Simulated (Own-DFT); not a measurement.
# Strain and stress in wurtzite GaN, 72 atoms (Ga36N36)

Source: density functional calculations with Own-DFT, an unreviewed in-house program that is no longer used. Nothing was measured or relaxed, and spin and spin-orbit coupling are left out.

Common settings: PBE; PseudoDojo norm-conserving scalar-relativistic files (stringent for Ga); cutoff 96 hartree; 4 x 4 x 3 k mesh centred on Gamma; Gaussian smearing of 0.01 eV.

Caveats: forces not confirmed at this smearing and k mesh; stress not checked against mesh or cutoff.

Unstrained cell vectors in Å: (9.567, 0.000, 0.000); (-4.784, 8.285, 0.000); (0.000, 0.000, 10.370). The unstrained cell has measured lattice constants (interpolated for alloys), not those of this functional. That, the random moves and any unrelaxed bonds set the pressure at no strain. The cell is deformed uniformly in each run, and the atoms keep their fractional places. Each atom got a random Gaussian move of width 0.05 Å along each axis. Strain is the symmetric tensor, in per cent. Stress is positive in tension, and the pressure is minus a third of its trace.

```
run,e_xx (%),e_yy (%),e_zz (%),e_yz (%),e_xz (%),e_xy (%),s_xx (GPa),s_yy (GPa),s_zz (GPa),s_yz (GPa),s_xz (GPa),s_xy (GPa),P (GPa),E (meV/atom)
1,-0.34,-0.04,1.68,1.57,-1.43,-0.05,-7.37,-5.81,-0.74,3.23,-3.46,-0.24,4.64,3.4
2,1.98,-0.77,1.96,-0.24,1.09,-1.13,1.13,-5.93,0.60,-0.12,1.86,-3.35,1.40,4.7
3,-0.70,0.01,-1.63,0.77,2.00,-1.24,-13.59,-8.37,-15.73,1.97,4.95,-5.53,12.56,42.2
4,-0.97,-0.42,1.29,-1.41,0.85,0.87,-10.21,-8.77,-3.00,-2.33,1.07,3.06,7.32,11.3
5,0.48,1.27,1.66,-0.21,1.97,1.23,-4.51,-1.03,0.69,-1.03,3.11,4.96,1.62,25.9
6,-0.60,1.81,-0.37,1.32,-0.50,-0.50,-7.81,-0.74,-7.64,2.07,-1.06,-0.92,5.40,10.8
7,0.17,-0.76,-1.54,1.99,-0.63,-1.00,-7.56,-11.35,-16.68,4.39,-1.31,-3.62,11.86,36.7
8,-0.99,0.40,0.01,-1.55,-1.60,-0.87,-9.98,-8.22,-7.38,-3.66,-2.27,-2.86,8.52,22.0
9,1.23,-1.15,0.57,0.72,1.53,1.06,-2.81,-9.32,-4.72,1.18,2.95,3.03,5.61,1.5
10,1.63,-0.08,0.31,1.42,-1.43,-0.39,-1.76,-5.31,-4.40,2.52,-3.59,-0.48,3.82,13.6
11,-1.61,0.60,-0.79,1.56,2.00,-0.80,-13.58,-6.55,-14.47,3.85,4.81,-2.95,11.53,42.5
12,0.50,0.84,1.47,-1.76,-0.95,1.21,-3.20,-2.06,-0.37,-3.26,-2.27,3.91,1.88,0.0
13,-0.05,-1.09,-0.16,-0.16,-0.70,-1.90,-9.01,-11.36,-9.51,-0.98,-1.59,-6.41,9.96,23.3
14,-1.04,1.41,-1.33,0.79,1.01,1.88,-10.35,-2.33,-14.87,1.84,2.61,4.39,9.19,28.5
15,1.43,0.71,-1.85,-1.12,-1.96,0.18,-1.33,-5.28,-14.62,-2.20,-5.02,0.61,7.08,18.9
16,1.83,-0.01,-0.53,-1.91,-1.81,-1.55,?,?,?,?,?,?,?,?
```

E is the free energy per atom, counted from the lowest run shown.

## Worked fit

Least squares on the runs shown: each stress against a constant and the strains, taken as fractions with shears doubled. Shear strains stay in the fit of a normal stress only where such slopes are resolved. The slopes, in GPa:

| stress | at no strain | per e_xx | per e_yy | per e_zz | scatter |
|---|---|---|---|---|---|
| s_xx | -7.3 | 391 ± 28 | 95 ± 32 | 65 ± 22 | 1.05 |
| s_yy | -7.0 | 94 ± 22 | 380 ± 25 | 79 ± 17 | 0.83 |
| s_zz | -8.1 | 93 ± 28 | 89 ± 32 | 461 ± 22 | 1.04 |

The slope of each shear stress on twice its own strain, from a fit on all six strains: yz 101 ± 6, xz 107 ± 5, xy 151 ± 9 GPa. These are stiffnesses along x, y and z of the frame in which the cell vectors are given, with the crystal's c axis along z: C11, C12, C13 and C33. Hexagonal symmetry asks that xx and yy behave alike, which is a second check on the noise. These are clamped-ion slopes: internal relaxation, where symmetry allows it, would soften some. Slopes across the diagonal should nearly agree, so their difference gauges the noise. A ninth of the table's sum, 194 ± 6 GPa, estimates the bulk modulus near the mean pressure of these runs, 6.8 GPa, so it lies above the value at zero pressure.

## The run left out

Question: what normal stresses and pressure should run 16 give?

From the fit: s_xx = -0.5, s_yy = -5.7, s_zz = -8.9 and P = 5.0 GPa. DFT gave 0.03, -5.32, -9.55 and P = 4.94 GPa.
